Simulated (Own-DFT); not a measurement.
Simulation results for GaN (wurtzite, atoms displaced)

A calculation, not a measurement: plane-wave PBE density functional theory by an unreviewed code, no spin, of a simulated periodic cell, stress positive in tension, free energy of the whole cell less one offset for each atom, forces on such cells passed a denser k mesh, this cell's mesh not checked; offsets are fitted by least squares, one for each functional and potential file, so energies compare only between cells with the same atoms and settings and are not formation energies; the far tail of each file's local potential was reset to the Coulomb form; each entry is a single point on an unrelaxed cell, so the pressure reflects the starting lattice, mostly measured values (interpolated for alloys), from which strain is counted, and rises with the displacements; printed positions are rounded, which can move forces by about a meV/angstrom; the program, named Own-DFT, is a retired in-house code; no spin-orbit coupling. Program: Own-DFT development build.

Common to all runs: functional PBE; potential files PseudoDojo norm-conserving, scalar-relativistic, standard set with the stringent files for Ga; wave cutoff 96 hartree; occupations Gaussian; smearing width 0.01 eV; k mesh 3 x 4 x 3 centred on Gamma.

(1) 
```cif
# cell vector a (Å): 12.7560 0.0000 0.0000
# cell vector b (Å): -4.7835 8.2853 0.0000
# cell vector c (Å): 0.0000 0.0000 10.3700
data_GaN
_symmetry_space_group_name_H-M 'P 1'
_symmetry_Int_Tables_number 1
_cell_length_a 12.7560
_cell_length_b 9.5670
_cell_length_c 10.3700
_cell_angle_alpha 90.000
_cell_angle_beta 90.000
_cell_angle_gamma 120.000
_cell_volume 1095.98
loop_
_atom_site_label
_atom_site_type_symbol
_atom_site_fract_x
_atom_site_fract_y
_atom_site_fract_z
_atom_site_occupancy
Ga1 Ga 0.08637 0.22347 0.99554 1
Ga2 Ga 0.16814 0.11181 0.24626 1
N1 N 0.07663 0.22447 0.18354 1
N2 N 0.16897 0.10770 0.44005 1
Ga3 Ga 0.08816 0.22198 0.50047 1
Ga4 Ga 0.16630 0.10942 0.75132 1
N3 N 0.08256 0.21572 0.69725 1
N4 N 0.16216 0.10643 0.93749 1
Ga5 Ga 0.08585 0.55941 0.00384 1
Ga6 Ga 0.16449 0.44977 0.25055 1
N5 N 0.08605 0.55589 0.19291 1
N6 N 0.17211 0.43821 0.44342 1
Ga7 Ga 0.07659 0.54667 0.49669 1
Ga8 Ga 0.16074 0.43817 0.74814 1
N7 N 0.08347 0.55923 0.69426 1
N8 N 0.16778 0.44520 0.93944 1
Ga9 Ga 0.08308 0.88860 0.99963 1
Ga10 Ga 0.17474 0.78439 0.24862 1
N9 N 0.08130 0.89136 0.18540 1
N10 N 0.16910 0.78634 0.45019 1
Ga11 Ga 0.07564 0.88867 0.49400 1
Ga12 Ga 0.17552 0.78666 0.74648 1
N11 N 0.08306 0.88738 0.67882 1
N12 N 0.16857 0.79104 0.93258 1
Ga13 Ga 0.33412 0.22364 0.01500 1
Ga14 Ga 0.41676 0.10408 0.25916 1
N13 N 0.33705 0.23380 0.18753 1
N14 N 0.41715 0.10382 0.43976 1
Ga15 Ga 0.32872 0.21649 0.49978 1
Ga16 Ga 0.41349 0.10857 0.74910 1
N15 N 0.33186 0.22845 0.68865 1
N16 N 0.41710 0.11307 0.93768 1
Ga17 Ga 0.33119 0.56487 0.99968 1
Ga18 Ga 0.43041 0.45018 0.24450 1
N17 N 0.33013 0.55504 0.17987 1
N18 N 0.41480 0.43479 0.44430 1
Ga19 Ga 0.33099 0.56098 0.49765 1
Ga20 Ga 0.41421 0.44660 0.75238 1
N19 N 0.32759 0.54779 0.68995 1
N20 N 0.41466 0.44387 0.93768 1
Ga21 Ga 0.33809 0.89213 0.00220 1
Ga22 Ga 0.41772 0.78041 0.24572 1
N21 N 0.33580 0.89219 0.19482 1
N22 N 0.41856 0.78006 0.43602 1
Ga23 Ga 0.33448 0.89752 0.50348 1
Ga24 Ga 0.41157 0.77362 0.75303 1
N23 N 0.33015 0.89005 0.68907 1
N24 N 0.42121 0.78077 0.93709 1
Ga25 Ga 0.58562 0.22979 0.00995 1
Ga26 Ga 0.67077 0.11991 0.24608 1
N25 N 0.57953 0.22484 0.18895 1
N26 N 0.66866 0.11285 0.43423 1
Ga27 Ga 0.58625 0.22855 0.49714 1
Ga28 Ga 0.66332 0.11779 0.75370 1
N27 N 0.57792 0.21308 0.68516 1
N28 N 0.66206 0.10277 0.93444 1
Ga29 Ga 0.58239 0.55901 0.99547 1
Ga30 Ga 0.66357 0.44067 0.25419 1
N29 N 0.58482 0.55980 0.18224 1
N30 N 0.66948 0.44328 0.43425 1
Ga31 Ga 0.58433 0.55236 0.49780 1
Ga32 Ga 0.65766 0.43880 0.74274 1
N31 N 0.57863 0.55438 0.69137 1
N32 N 0.66423 0.45100 0.92896 1
Ga33 Ga 0.58176 0.88197 0.99643 1
Ga34 Ga 0.66704 0.78443 0.25692 1
N33 N 0.57848 0.88110 0.18633 1
N34 N 0.66646 0.77180 0.43450 1
Ga35 Ga 0.56878 0.87267 0.50221 1
Ga36 Ga 0.66158 0.76988 0.75122 1
N35 N 0.58994 0.88743 0.68929 1
N36 N 0.66380 0.76915 0.94202 1
Ga37 Ga 0.82721 0.21089 0.99634 1
Ga38 Ga 0.91287 0.11707 0.25773 1
N37 N 0.82985 0.22723 0.19236 1
N38 N 0.92419 0.12416 0.43673 1
Ga39 Ga 0.84628 0.23219 0.49980 1
Ga40 Ga 0.91874 0.11477 0.75626 1
N39 N 0.83076 0.21388 0.68223 1
N40 N 0.91285 0.10726 0.93800 1
Ga41 Ga 0.83288 0.56006 0.00230 1
Ga42 Ga 0.91352 0.44105 0.24609 1
N41 N 0.83033 0.55101 0.19336 1
N42 N 0.91719 0.43717 0.44159 1
Ga43 Ga 0.82628 0.55673 0.50722 1
Ga44 Ga 0.91303 0.44417 0.75123 1
N43 N 0.82891 0.55592 0.69769 1
N44 N 0.92415 0.44997 0.93611 1
Ga45 Ga 0.83361 0.88943 0.00422 1
Ga46 Ga 0.91985 0.79201 0.25080 1
N45 N 0.83714 0.89112 0.19107 1
N46 N 0.91966 0.78738 0.43746 1
Ga47 Ga 0.83045 0.88348 0.49304 1
Ga48 Ga 0.91850 0.77302 0.74613 1
N47 N 0.83283 0.88605 0.68716 1
N48 N 0.91486 0.77841 0.94010 1
_calc_free_energy_of_cell_above_offsets '-5.137'  # eV
_calc_pressure 6.9  # GPa
_calc_stress_xx -6.85  # GPa
_calc_stress_yy -6.49  # GPa
_calc_stress_zz -7.36  # GPa
_calc_stress_yz 0.49  # GPa
_calc_stress_xz -0.4  # GPa
_calc_stress_xy -1.17  # GPa
```

Force:
```csv
element,x (eV/Å),y (eV/Å),z (eV/Å)
Ga,-0.754,-0.084,0.591
Ga,-0.93,0.916,0.344
N,0.846,-0.073,0.773
N,-0.909,0.165,-1.174
Ga,-0.011,-0.584,0.747
Ga,0.464,-0.553,-0.071
N,-0.507,0.536,-1.381
N,0.858,0.63,0.545
Ga,0.15,0.223,-0.922
Ga,1.865,-1.406,0.16
N,-1.477,1.072,-0.352
N,-1.869,0.704,-1.077
Ga,1.426,1.721,1.235
Ga,0.004,0.602,0.516
N,-0.124,-0.469,-1.046
N,-0.583,0.306,-0.392
Ga,-0.697,0.108,-0.343
Ga,-1.82,-0.755,1.314
N,1.258,-0.153,0.601
N,0.032,-1.401,-1.919
Ga,2.015,0.38,1.04
Ga,-2.528,-1.472,0.176
N,0.062,0.148,1.287
N,1.438,-1.197,1.15
Ga,-0.197,-0.048,-3.921
Ga,-0.661,1.353,-1.02
N,0.494,-1.656,2.476
N,-0.357,1.969,0.254
Ga,0.805,0.371,0.613
Ga,-0.589,0.879,0.521
N,0.716,-1.071,-0.126
N,0.209,0.162,0.714
Ga,1.049,-1.41,-0.686
Ga,-2.767,-0.055,1.357
N,0.487,0.387,2.001
N,0.034,1.453,-1.356
Ga,1.578,-0.578,0.749
Ga,-0.055,-0.549,0.023
N,-0.266,1.27,-0.443
N,-0.387,0.112,0.657
Ga,-0.742,0.352,-0.496
Ga,0.197,-1.195,0.492
N,0.176,-0.062,-1.362
N,-2.033,-0.891,-0.471
Ga,0.298,-1.802,0.109
Ga,0.833,0.157,-0.969
N,2.211,0.523,-0.336
N,-1.271,0.014,0.109
Ga,-0.361,-0.128,-2.521
Ga,-1.157,-1.642,1.108
N,0.342,-0.468,0.866
N,0.06,-0.374,0.484
Ga,0.816,-1.774,0.175
Ga,1.545,-1.244,-1.424
N,-0.487,1.104,-0.312
N,-0.356,0.94,1.394
Ga,-0.134,-1.498,0.316
Ga,0.08,1.168,-1.507
N,1.526,0.543,0.705
N,-0.737,0.408,1.149
Ga,-0.985,-0.214,0.64
Ga,0.326,0.002,0.984
N,0.346,-0.388,-1.294
N,1.039,-1.012,1.302
Ga,0.605,0.364,0.535
Ga,0.409,-0.588,-2.028
N,0.572,1.624,-0.235
N,-0.727,0.14,1.222
Ga,2.825,2.679,0.532
Ga,1.35,1.1,0.181
N,-2.218,0.081,-0.029
N,0.171,2.014,-0.73
Ga,0.168,1.548,0.355
Ga,0.921,-0.116,-1.675
N,1.103,-0.832,-1.683
N,0.541,-1.658,0.77
Ga,-1.988,-2.583,0.569
Ga,-0.542,-1.369,-1.369
N,-0.392,1.145,1.505
N,0.381,0.239,0.734
Ga,0.134,-0.678,-0.417
Ga,0.214,1.374,0.902
N,-0.202,1.008,-0.374
N,-1.652,2.395,-1.266
Ga,1.935,0.365,-0.451
Ga,0.862,-0.349,-0.282
N,-0.008,-1.085,-1.644
N,-1.343,-0.961,1.035
Ga,-0.109,-0.375,-0.568
Ga,0.801,-1.994,-0.079
N,-1.866,0.77,0.08
N,-0.85,-2.114,-0.521
Ga,-0.567,1.707,1.766
Ga,-0.68,1.606,0.826
N,-0.058,-0.047,-0.156
N,0.371,0.119,-0.262
```

(2) 
```cif
# cell vector a (Å): 12.7560 0.0000 0.0000
# cell vector b (Å): -4.7835 8.2853 0.0000
# cell vector c (Å): 0.0000 0.0000 10.3700
data_GaN
_symmetry_space_group_name_H-M 'P 1'
_symmetry_Int_Tables_number 1
_cell_length_a 12.7560
_cell_length_b 9.5670
_cell_length_c 10.3700
_cell_angle_alpha 90.000
_cell_angle_beta 90.000
_cell_angle_gamma 120.000
_cell_volume 1095.98
loop_
_atom_site_label
_atom_site_type_symbol
_atom_site_fract_x
_atom_site_fract_y
_atom_site_fract_z
_atom_site_occupancy
Ga1 Ga 0.07757 0.21945 0.99826 1
Ga2 Ga 0.16905 0.11033 0.25299 1
N1 N 0.08055 0.21143 0.18674 1
N2 N 0.16871 0.11145 0.43804 1
Ga3 Ga 0.07520 0.21501 0.50447 1
Ga4 Ga 0.16813 0.10800 0.75259 1
N3 N 0.08246 0.23332 0.68574 1
N4 N 0.16697 0.10956 0.94116 1
Ga5 Ga 0.07353 0.55160 0.00384 1
Ga6 Ga 0.16016 0.43779 0.24750 1
N5 N 0.08115 0.55567 0.18921 1
N6 N 0.16743 0.43220 0.43527 1
Ga7 Ga 0.08701 0.55475 0.49904 1
Ga8 Ga 0.16675 0.45057 0.75417 1
N7 N 0.08399 0.55012 0.69558 1
N8 N 0.17187 0.44514 0.93041 1
Ga9 Ga 0.08564 0.88738 0.99851 1
Ga10 Ga 0.17242 0.78125 0.25080 1
N9 N 0.08223 0.89440 0.19574 1
N10 N 0.16551 0.78149 0.43794 1
Ga11 Ga 0.08724 0.89814 0.50002 1
Ga12 Ga 0.16923 0.76813 0.75089 1
N11 N 0.08423 0.89614 0.68427 1
N12 N 0.17061 0.77116 0.93218 1
Ga13 Ga 0.32540 0.21556 0.99121 1
Ga14 Ga 0.41955 0.11421 0.25306 1
N13 N 0.33996 0.22593 0.19149 1
N14 N 0.41878 0.12280 0.43983 1
Ga15 Ga 0.32844 0.20989 0.49791 1
Ga16 Ga 0.41578 0.10892 0.75395 1
N15 N 0.33194 0.22145 0.69905 1
N16 N 0.42688 0.12156 0.93960 1
Ga17 Ga 0.32809 0.56249 0.00399 1
Ga18 Ga 0.41224 0.44272 0.25075 1
N17 N 0.34451 0.56422 0.19239 1
N18 N 0.41768 0.43647 0.44149 1
Ga19 Ga 0.33125 0.55346 0.49689 1
Ga20 Ga 0.41113 0.44558 0.75146 1
N19 N 0.34358 0.55498 0.69045 1
N20 N 0.41711 0.44671 0.94575 1
Ga21 Ga 0.32774 0.88295 0.99991 1
Ga22 Ga 0.42891 0.78846 0.24862 1
N21 N 0.33331 0.89110 0.19346 1
N22 N 0.41709 0.78613 0.43318 1
Ga23 Ga 0.33034 0.88805 0.51034 1
Ga24 Ga 0.40227 0.76160 0.75342 1
N23 N 0.33419 0.88990 0.68555 1
N24 N 0.41408 0.77698 0.94993 1
Ga25 Ga 0.58150 0.22639 0.99888 1
Ga26 Ga 0.67165 0.10393 0.25467 1
N25 N 0.59160 0.21730 0.17099 1
N26 N 0.67163 0.11020 0.43805 1
Ga27 Ga 0.58434 0.22851 0.50224 1
Ga28 Ga 0.66314 0.10858 0.75499 1
N27 N 0.58315 0.22856 0.68445 1
N28 N 0.66896 0.11351 0.94175 1
Ga29 Ga 0.58747 0.55746 0.99995 1
Ga30 Ga 0.67442 0.44643 0.25178 1
N29 N 0.58350 0.55713 0.18062 1
N30 N 0.66779 0.44369 0.43319 1
Ga31 Ga 0.58588 0.56565 0.50697 1
Ga32 Ga 0.66819 0.44756 0.75365 1
N31 N 0.57705 0.55417 0.68131 1
N32 N 0.66732 0.43581 0.94208 1
Ga33 Ga 0.57629 0.89002 0.99690 1
Ga34 Ga 0.66954 0.77757 0.26378 1
N33 N 0.58587 0.89623 0.18647 1
N34 N 0.67087 0.77624 0.44105 1
Ga35 Ga 0.58070 0.88925 0.50123 1
Ga36 Ga 0.67180 0.78072 0.73770 1
N35 N 0.58399 0.89910 0.68711 1
N36 N 0.66163 0.77840 0.94002 1
Ga37 Ga 0.83196 0.21958 0.00263 1
Ga38 Ga 0.91753 0.11952 0.25559 1
N37 N 0.82568 0.21445 0.19992 1
N38 N 0.91549 0.11322 0.43839 1
Ga39 Ga 0.82964 0.22173 0.50694 1
Ga40 Ga 0.90693 0.10574 0.74816 1
N39 N 0.83107 0.22133 0.69281 1
N40 N 0.91745 0.11199 0.93539 1
Ga41 Ga 0.83344 0.54699 0.99986 1
Ga42 Ga 0.91775 0.44129 0.25537 1
N41 N 0.82498 0.55072 0.17716 1
N42 N 0.91295 0.43335 0.43306 1
Ga43 Ga 0.82709 0.55708 0.50693 1
Ga44 Ga 0.91438 0.44828 0.75633 1
N43 N 0.84166 0.56015 0.69244 1
N44 N 0.91773 0.44059 0.94360 1
Ga45 Ga 0.83151 0.89077 0.99329 1
Ga46 Ga 0.92100 0.77442 0.25210 1
N45 N 0.83026 0.87934 0.19510 1
N46 N 0.91701 0.78111 0.44239 1
Ga47 Ga 0.82362 0.88189 0.50619 1
Ga48 Ga 0.92080 0.78143 0.75654 1
N47 N 0.83075 0.89469 0.69725 1
N48 N 0.92235 0.78490 0.94769 1
_calc_free_energy_of_cell_above_offsets '-3.269'  # eV
_calc_pressure 7.38  # GPa
_calc_stress_xx -6.72  # GPa
_calc_stress_yy -6.7  # GPa
_calc_stress_zz -8.7  # GPa
_calc_stress_yz -0.14  # GPa
_calc_stress_xz -0.95  # GPa
_calc_stress_xy -1.85  # GPa
```

Force:
```csv
element,x (eV/Å),y (eV/Å),z (eV/Å)
Ga,1.154,0.379,0.052
Ga,0.406,0.756,-0.464
N,-0.407,1.289,-0.093
N,-1.102,0.231,0.214
Ga,0.959,0.254,-0.42
Ga,-1.251,0.955,-0.258
N,0.438,-1.443,1.232
N,-1.334,-0.805,-0.557
Ga,2.414,0.492,-0.224
Ga,1.524,0.452,-0.028
N,0.261,0.059,-0.031
N,-1.083,1.081,0.241
Ga,-0.668,-0.5,-0.105
Ga,1.435,-1.406,-1.31
N,-1.253,0.756,-1.536
N,-1.513,-0.346,2.522
Ga,0.26,0.335,1.073
Ga,-0.952,-0.006,0.235
N,1.675,-1.087,-1.348
N,0.601,-0.654,0.643
Ga,-0.615,-1.271,-0.191
Ga,-1.405,1.211,-0.982
N,0.625,-1.226,1.083
N,-1.547,0.027,1.139
Ga,2.073,1.93,1.724
Ga,0.945,0.468,-0.902
N,-1.205,-0.962,-0.906
N,1.514,-1.991,0.081
Ga,-0.431,2.177,1.401
Ga,0.248,0.914,-0.22
N,0.35,-0.208,-1.293
N,-2.374,-2.436,-0.692
Ga,1.975,-1.498,0.776
Ga,1.899,0.246,0.038
N,-2.52,-0.349,-0.363
N,-0.637,1.061,0.029
Ga,1.137,0.035,-0.281
Ga,2.604,-1.407,1.708
N,-3.706,0.604,-1.592
N,-0.457,-0.081,-1.058
Ga,0.797,1.871,1.138
Ga,-1.549,-0.755,0.018
N,0.542,-0.023,-1.016
N,0.115,-0.845,1.268
Ga,0.419,0.681,-3.095
Ga,1.786,2.258,0.393
N,-0.052,-0.559,2.08
N,-0.825,0.299,-2.117
Ga,1.544,-0.793,-0.364
Ga,-2.637,0.422,-0.29
N,-0.871,0.226,4.627
N,-1.502,-0.197,0.662
Ga,0.395,-0.667,-0.774
Ga,-0.229,0.959,-0.162
N,0.359,-0.353,1.127
N,-0.407,-0.227,-0.68
Ga,-0.702,-0.111,-0.133
Ga,-2.219,-1.156,-1.409
N,0.311,-0.144,2.467
N,-0.331,0.65,1.318
Ga,-0.262,-2.462,-2.4
Ga,-0.497,-0.2,-0.157
N,1.353,0.395,2.491
N,-0.224,2.288,-1.648
Ga,1.837,0.418,0.716
Ga,-0.267,-0.626,-3.47
N,1.292,-1.047,0.115
N,-2.152,0.106,0.996
Ga,-0.157,0.369,0.045
Ga,-3.054,-1.05,2.406
N,-0.13,-1.942,0.3
N,0.716,0.204,-1.383
Ga,-0.104,-0.646,0.802
Ga,0.553,-2.106,-0.656
N,2.429,1.982,-2.324
N,-0.362,-0.923,1.183
Ga,0.724,-0.02,-0.38
Ga,1.375,2.322,0.497
N,-0.662,0.866,0.027
N,-0.62,0.022,0.223
Ga,-0.963,1.028,-0.4
Ga,-1.385,-0.033,-1.321
N,2.765,0.978,2.059
N,-0.033,1.766,2.238
Ga,1.547,0.091,-1.167
Ga,1.437,-1.34,-0.358
N,-1.729,0.313,0.06
N,-0.749,-0.347,-0.797
Ga,-0.469,-0.605,1.972
Ga,-1.651,-0.221,-0.167
N,0.215,1.483,-0.735
N,-0.097,-0.47,0.322
Ga,2.557,1.949,-0.445
Ga,-0.015,0.462,-0.156
N,2.179,-1.229,-1.521
N,-0.381,-1.352,-1.366
```
